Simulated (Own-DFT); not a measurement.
# Response to strain: wurtzite AlN, 72 atoms (Al36N36)

Calculated results; nothing here was measured. The program, named Own-DFT, is a retired in-house plane-wave density functional code that no person has reviewed. Each row is one single-point run on a periodic cell that was not relaxed, without spin or spin-orbit coupling.

Settings of every run: PBE; PseudoDojo norm-conserving scalar-relativistic files; cutoff 42 hartree; 4 x 4 x 3 k mesh centred on Gamma; Gaussian smearing of 0.01 eV.

Known limits: k mesh not checked against a denser one; stress not checked against mesh or cutoff.

Unstrained cell vectors in Å: (9.336, 0.000, 0.000); (-4.668, 8.085, 0.000); (0.000, 0.000, 9.964). The unstrained cell has measured lattice constants (interpolated for alloys), not those of this functional. That, the random moves and any unrelaxed bonds set the pressure at no strain. Each run strains this cell uniformly, with the atoms carried along. Every atom was also moved at random, by a Gaussian of width 0.05 Å on each axis. Strain is the symmetric tensor, in per cent. Stress is positive in tension, and the pressure is minus a third of its trace.

```
run  e_xx (%)  e_yy (%)  e_zz (%)  e_yz (%)  e_xz (%)  e_xy (%)  s_xx (GPa)  s_yy (GPa)  s_zz (GPa)  s_yz (GPa)  s_xz (GPa)  s_xy (GPa)  P (GPa)  E (meV/atom)
  1     -1.66     -0.79      1.68      0.63     -1.33     -0.79      -13.42      -10.33       -0.03        0.84       -4.04       -5.41     7.93          16.6
  2      2.00      0.13      1.62      1.50     -1.91      0.44        3.74        0.57        0.63        3.22       -4.61        0.61    -1.65          16.6
  3      1.74     -0.26     -0.75     -0.72      1.21     -0.43        0.31       -6.05       -5.31       -1.52        3.37       -1.20     3.68           2.0
  4      0.48     -0.04     -1.47     -0.33      1.97     -0.47       -5.71       -5.43      -14.10        0.25        6.50       -4.09     8.41          29.2
  5     -1.26      1.75      0.32     -0.24     -0.98     -0.44      -10.86        2.00       -4.77       -0.25       -2.79       -0.46     4.54          18.2
  6      0.30      0.36     -0.76      0.42     -1.31     -0.61       -5.53       -3.34      -10.04        0.47       -2.78       -3.02     6.30          17.8
  7      1.22     -1.27      1.29     -1.21     -0.10      0.28        1.17      -10.57       -1.05       -3.58        0.09        1.32     3.48           5.8
  8      1.47      1.11     -1.02     -0.20      0.12      1.07        1.68       -0.28       -9.50       -0.08       -0.15        3.30     2.70          10.0
  9      0.21      1.39      1.05     -1.28      0.51      1.23       -2.08        0.13        0.25       -3.22        1.36        4.49     0.57          10.9
 10      0.51      0.15     -1.66     -0.59      0.42      1.72       -5.36       -4.47      -15.47       -2.01        0.83        7.05     8.44          31.7
 11     -0.67      1.58      1.47      1.85     -0.76     -0.30       -5.33        2.76        0.31        4.40       -0.85       -1.67     0.76           0.0
 12     -0.79     -0.90     -0.09      1.26     -1.77      0.29      -10.90      -12.98       -6.06        2.43       -5.36        0.77     9.98          27.3
 13     -0.43      0.34     -1.47     -0.05      1.27     -0.43       -9.56       -6.66      -11.33        0.75        3.52       -0.30     9.18          28.7
 14      0.84      1.73      1.85      1.46     -0.34     -1.02       -0.48        4.60        2.78        3.14       -1.39       -3.04    -2.30          16.0
 15     -0.60      1.17      0.79      1.96     -1.07     -0.69       -6.13       -0.92       -1.03        5.93       -1.61       -3.33     2.69           2.7
 16      0.53      1.89     -1.79     -1.59     -1.53      0.97       -2.95        3.57      -14.56       -3.74       -4.77        3.45     4.65          21.1
 17     -1.75      1.62     -0.86      1.68      0.45      1.84      -13.15       -0.31       -9.20        3.07        1.15        5.38     7.55          11.7
 18     -1.94      1.74      1.78      1.59     -0.32      1.22           ?           ?           ?           ?           ?           ?        ?             ?
```

E is the free energy for each atom above the lowest run shown.

## Worked fit

Each stress component was fitted by least squares to a constant and the strains of the runs shown, as fractions, with shears doubled. Shear strains stay in the fit of a normal stress only where such slopes are resolved. The slopes, in GPa:

```
stress,at no strain,per e_xx,per e_yy,per e_zz,scatter
s_xx,-6.1,459 ± 21,96 ± 24,92 ± 18,0.96
s_yy,-5.9,133 ± 27,504 ± 30,64 ± 23,1.20
s_zz,-6.1,28 ± 35,31 ± 39,446 ± 30,1.57
```

Each shear stress against twice its own strain: yz 120 ± 8, xz 143 ± 9, xy 178 ± 19 GPa. These are stiffnesses along x, y and z of the frame in which the cell vectors are given, which need not be the crystal's axes. The atoms are held to the strained lattice; where symmetry lets them move under strain, relaxing them would lower some slopes. The table should be nearly symmetric about its diagonal, and what it lacks of that shows the noise. A ninth of its sum, 206 ± 5 GPa, estimates the bulk modulus near the mean pressure of these runs, 4.5 GPa, so it lies above the value at zero pressure.

## Withheld run

Question: what normal stresses and pressure should run 18 give?

The fit gives s_xx = -11.7, s_yy = 1.4, s_zz = 1.9 and P = 2.8 GPa. The calculation gave -13.95, 2.17, 2.72 and P = 3.02 GPa.
